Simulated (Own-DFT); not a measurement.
# Response to strain: 4H SiC, 72 atoms (C36Si36)

These are calculations, not measurements. They come from Own-DFT, an in-house plane-wave density functional program, since retired, whose code no person has reviewed. Each row is one single-point run on a periodic cell that was not relaxed, without spin or spin-orbit coupling.

Settings of every run: PBE; PseudoDojo norm-conserving scalar-relativistic files; cutoff 42 hartree; 4 x 4 x 3 k mesh centred on Gamma; Fermi-Dirac smearing of 0.1 eV.

Known limits: forces on such cells passed a denser k mesh, each cell not checked; stress not checked against mesh or cutoff.

Unstrained cell vectors in Å: (9.248, 0.000, 0.000); (-4.624, 8.009, 0.000); (0.000, 0.000, 10.068). The unstrained cell has measured lattice constants (interpolated for alloys), not those of this functional. That, the random moves and any unrelaxed bonds set the pressure at no strain. Each run strains this cell uniformly, with the atoms carried along. Every atom was also moved at random, by a Gaussian of width 0.05 Å on each axis. Strain is the symmetric tensor, in per cent. Stress is positive in tension, and the pressure is minus a third of its trace.

| run | e_xx (%) | e_yy (%) | e_zz (%) | e_yz (%) | e_xz (%) | e_xy (%) | s_xx (GPa) | s_yy (GPa) | s_zz (GPa) | s_yz (GPa) | s_xz (GPa) | s_xy (GPa) | P (GPa) | E (meV/atom) |
|---|---|---|---|---|---|---|---|---|---|---|---|---|---|---|
| 1 | 0.85 | -0.76 | 1.53 | 0.98 | -0.18 | 1.39 | -1.96 | -8.38 | 3.94 | 3.55 | -1.06 | 6.57 | 2.13 | 19.4 |
| 2 | -1.86 | -1.88 | 0.23 | 0.56 | -1.73 | 0.30 | -17.99 | -18.31 | -7.01 | 2.40 | -7.11 | 1.39 | 14.44 | 43.9 |
| 3 | -0.75 | -1.67 | 1.79 | 1.38 | 0.47 | 1.95 | -10.86 | -13.75 | 3.45 | 3.96 | 1.54 | 9.40 | 7.06 | 19.5 |
| 4 | 1.37 | 0.74 | -1.05 | 0.78 | -0.07 | 0.45 | 2.87 | 0.90 | -11.51 | 2.15 | -0.13 | 2.26 | 2.58 | 0.0 |
| 5 | 0.08 | -0.97 | 0.75 | 0.70 | 1.43 | 0.86 | -4.79 | -10.38 | -1.47 | 2.20 | 4.64 | 3.67 | 5.55 | 12.9 |
| 6 | 0.11 | 1.55 | 0.41 | -0.02 | -0.11 | -1.99 | -1.24 | 3.35 | -4.50 | 0.46 | -1.06 | -8.73 | 0.80 | 5.2 |
| 7 | 0.57 | -1.62 | -0.62 | -0.05 | 0.31 | 0.46 | -3.28 | -13.28 | -11.74 | -0.68 | 1.28 | 2.17 | 9.43 | 25.7 |
| 8 | -1.84 | 0.63 | -0.22 | -0.76 | -0.08 | 1.29 | -16.10 | -3.83 | -8.27 | -2.40 | 0.37 | 7.86 | 9.40 | 42.5 |
| 9 | 0.84 | 1.07 | 0.10 | 0.31 | -0.40 | -0.01 | -0.12 | 1.49 | -4.53 | 0.90 | -1.14 | 0.38 | 1.05 | 13.6 |
| 10 | -0.85 | 0.00 | 0.08 | 1.97 | -0.79 | -1.83 | -11.64 | -6.93 | -4.74 | 7.58 | -2.31 | -8.42 | 7.77 | 39.8 |
| 11 | -1.82 | 1.55 | -0.35 | -1.76 | 1.18 | -0.11 | -14.20 | 2.09 | -7.88 | -6.43 | 3.15 | -2.94 | 6.66 | 11.6 |
| 12 | -0.86 | -1.59 | 1.65 | 2.00 | -1.07 | -0.58 | -9.50 | -13.81 | 1.87 | 6.91 | -3.16 | -2.51 | 7.15 | 17.5 |
| 13 | -1.91 | 1.27 | 0.46 | -1.80 | 1.56 | -0.49 | -15.98 | -0.12 | -2.59 | -6.38 | 5.10 | -1.88 | 6.23 | 26.0 |
| 14 | 1.73 | -1.48 | 1.14 | 0.14 | -1.78 | 0.95 | 4.07 | -11.82 | -0.16 | 0.43 | -6.49 | 4.10 | 2.64 | 21.2 |
| 15 | -0.42 | -1.72 | -1.56 | 0.28 | 1.08 | -1.76 | -8.89 | -16.33 | -19.48 | 1.79 | 4.42 | -9.09 | 14.90 | 54.6 |
| 16 | -0.23 | -0.39 | 0.42 | -0.78 | -1.89 | -1.82 | -8.02 | -6.30 | -4.35 | -1.84 | -6.08 | -9.11 | 6.23 | 31.4 |
| 17 | -1.48 | -1.33 | 1.33 | -1.06 | -1.80 | -0.56 | ? | ? | ? | ? | ? | ? | ? | ? |

E is the free energy for each atom above the lowest run shown.

## Worked fit

Each stress component was fitted by least squares to a constant and the strains of the runs shown, as fractions, with shears doubled. Shear strains stay in the fit of a normal stress only where such slopes are resolved. The slopes, in GPa:

| stress | at no strain | per e_xx | per e_yy | per e_zz | scatter |
|---|---|---|---|---|---|
| s_xx | -5.3 | 585 ± 24 | 79 ± 23 | 23 ± 31 | 1.10 |
| s_yy | -5.1 | 108 ± 16 | 563 ± 15 | 39 ± 20 | 0.73 |
| s_zz | -6.5 | 33 ± 21 | 87 ± 20 | 658 ± 27 | 0.96 |

Each shear stress against twice its own strain: yz 172 ± 6, xz 173 ± 9, xy 246 ± 12 GPa. These are stiffnesses along x, y and z of the frame in which the cell vectors are given, which need not be the crystal's axes. The atoms are held to the strained lattice; where symmetry lets them move under strain, relaxing them would lower some slopes. The table should be nearly symmetric about its diagonal, and what it lacks of that shows the noise. A ninth of its sum, 242 ± 5 GPa, estimates the bulk modulus near the mean pressure of these runs, 6.5 GPa, so it lies above the value at zero pressure.

## Withheld run

Question: what normal stresses and pressure should run 17 give?

The fit gives s_xx = -14.8, s_yy = -13.7, s_zz = 0.6 and P = 9.3 GPa. The calculation gave -16.06, -13.02, -0.60 and P = 9.89 GPa.
